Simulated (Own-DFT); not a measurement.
# Layers held on the lattice of the host: Ge in Si

Calculated, not measured: single-point runs of Own-DFT, a retired in-house plane-wave DFT program that no person has reviewed, on unrelaxed cells, without spin or spin-orbit coupling.

Method: PBE; PseudoDojo norm-conserving scalar-relativistic files; cutoff 42 hartree; 3 x 3 x 2 k mesh centred on Gamma; Fermi-Dirac smearing of 0.1 eV.

Caveats: forces on such cells moved up to 12 meV/angstrom on a denser k mesh; stress not checked against mesh or cutoff.

One cell of 96 atoms is used throughout, with vectors in Å (10.862, 0.000, 0.000); (0.000, 10.862, 0.000); (0.000, 0.000, 16.293). Some planes normal to z hold Ge in place of Si, either as pure planes or mixed at random through a layer; x is the share of Ge among all Ge and Si sites. u is the rms random offset of the atoms per axis. Stress is positive in tension.

| x | layer | u (Å) | (s_xx + s_yy)/2 (GPa) | s_zz (GPa) |
|---|---|---|---|---|
| 0.125 | mixed layer | 0.0292 | -3.74 | -3.71 |
| 0.125 | mixed layer | 0.0293 | -3.77 | -3.79 |
| 0.167 | pure planes | 0.0578 | -5.06 | -5.00 |
| 0.167 | pure planes | 0.0594 | -4.87 | -4.95 |
| 0.188 | mixed layer | 0.0567 | ? | ? |
| 0.250 | mixed layer | 0.0559 | -6.02 | -6.12 |
| 0.250 | mixed layer | 0.0621 | -6.29 | -6.23 |
| 0.500 | pure planes | 0.0288 | -9.11 | -9.15 |
| 0.500 | pure planes | 0.0620 | -9.81 | -9.97 |

## What the rows give

In the plane: -1.77 - 14.3 x - 237 u² GPa (slope in x ± 0.2, scatter 0.08). Along z: -1.71 - 14.5 x - 245 u² GPa (± 0.1, scatter 0.06). The two slopes nearly agree: every atom sits on the host's lattice on all three axes, so the larger Ge atoms are squeezed alike in all directions, and the layering hardly shows. The constants are the stress of this functional at the host's measured lattice. A real film keeps the in-plane spacing but grows in height until s_zz vanishes, which relieves part of the in-plane stress too.

## Test on the hidden row

Asked: what are the two stresses at x = 0.188?

The fit gives -5.2 and -5.2 GPa. The calculation gave -5.03 and -5.20 GPa.
